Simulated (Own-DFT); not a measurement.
# PBE and PBEsol under strain: C11b WSi2, 30 atoms (Si20W10)

The numbers are computed, not measured, by runs of the plane-wave DFT program Own-DFT (in-house, retired, unreviewed) at fixed positions, with no spin and no spin-orbit coupling.

Known weak points: forces on such cells failed a check on a denser k mesh; stress not checked against mesh or cutoff.

Each geometry was run with PBE and with PBEsol, otherwise alike: PseudoDojo norm-conserving scalar-relativistic files made for PBE; cutoff 50 hartree; 5 x 5 x 5 k mesh centred on Gamma; cold (Marzari-Vanderbilt) smearing of 0.2 eV. Unstrained cell vectors in Å: (-2.149, -5.953, 3.409); (-6.444, 2.976, 1.136); (-2.553, -2.948, -6.757). Each has a uniform strain, of which the change of volume is shown, and random moves of rms u per axis.

| run | volume change (%) | u (Å) | P with PBE (GPa) | P with PBEsol (GPa) |
|---|---|---|---|---|
| 1 | -0.63 | 0.0493 | 7.10 | 2.98 |
| 2 | -4.18 | 0.0508 | 17.53 | 13.21 |
| 3 | -2.19 | 0.0438 | 11.75 | 7.53 |
| 4 | 0.16 | 0.0499 | 6.60 | 2.52 |
| 5 | 0.83 | 0.0523 | 4.61 | 0.54 |
| 6 | 1.42 | 0.0464 | 3.84 | -0.17 |
| 7 | -1.68 | 0.0478 | 10.71 | 6.52 |
| 8 | 1.77 | 0.0473 | 2.26 | -1.76 |
| 9 | 1.44 | 0.0512 | 2.82 | -1.20 |
| 10 | -1.20 | 0.0537 | 9.55 | 5.38 |
| 11 | 1.01 | 0.0565 | 4.19 | ? |

Asked: by how much does PBEsol shrink this cell, and what belongs in the blank?

## Working it out

Write v for the change of volume as a fraction. Fitted to v and u², the PBE pressure has a slope of -248 ± 10 GPa in v, with the ions held to the strained lattice. The difference PBEsol less PBE is -4.10 + 5.3 v GPa (slope ± 0.2) and averages -4.12 GPa. Divided by the mean slope of the two, 245 GPa, that makes PBEsol's volume at a given pressure, near 6 GPa, about 1.7 % smaller, or 0.56 % in lengths. At one volume PBEsol's slope is the smaller by 5 GPa, but its pressure there is lower too. If stiffness rises by about 4 GPa for each GPa, PBEsol at equal pressure is stiffer by about 11 GPa. Files made for PBEsol would give a different shift.

For run 11 the line gives 0.15 GPa. Computed: 0.15 GPa.
